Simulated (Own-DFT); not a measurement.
# What a defect does to the pressure of its cell: wurtzite GaN

Source: density functional calculations with Own-DFT, an unreviewed in-house program that is no longer used. Nothing was measured or relaxed, and spin and spin-orbit coupling are left out.

All runs used: PBE; PseudoDojo norm-conserving scalar-relativistic files; cutoff 42 hartree; 4 x 4 x 3 k mesh centred on Gamma; Fermi-Dirac smearing of 0.1 eV.

Keep in mind (not all hold for every row): not probed for a lower state with spin; forces not confirmed at this smearing and k mesh; stress not checked against mesh or cutoff.

All runs share one cell, with vectors in Å (9.567, 0.000, 0.000); (-4.784, 8.285, 0.000); (0.000, 0.000, 10.370) and a volume of 822.0 Å³. The atoms are randomly displaced, by u rms on each axis. The defect's site can differ from row to row.

```
cell,formula,u (Å),P (GPa)
no defect,Ga36N36,0.0187,5.92
no defect,Ga36N36,0.0192,5.90
no defect,Ga36N36,0.0478,7.23
one N on a Ga site,Ga35N37,0.0297,5.55
one N on a Ga site,Ga35N37,0.0502,6.79
one N on a Ga site,Ga35N37,0.0508,6.82
one Ga on an N site,Ga37N35,0.0309,12.16
one Ga on an N site,Ga37N35,0.0318,12.17
one Ga on an N site,Ga37N35,0.0488,13.47
one Ga on an N site,Ga37N35,0.0491,?
```

## Analysis

P = P0 + c u² + a shift for each defect gives P0 = 5.58 GPa, c = 765 ± 43 GPa/Å² and a scatter of 0.10 GPa. The shifts, and each times the cell's volume:

- one Ga on an N site: 5.91 ± 0.09 GPa, 30.3 eV
- one N on a Ga site: -0.72 ± 0.09 GPa, -3.7 eV

A positive shift means that the defect pushes the cell outwards. Shift times volume (160.2 GPa Å³ is 1 eV) depends little on the cell's size, so, taken for each site, it can be compared between cells at like pressure. The atoms around the defects weren't relaxed, which would change these numbers.

## Withheld run

The question: what pressure belongs in the blank (one Ga on an N site, u = 0.0491 Å)?

From the fit: 13.34 ± 0.13 GPa. The hidden result is 13.17 GPa.
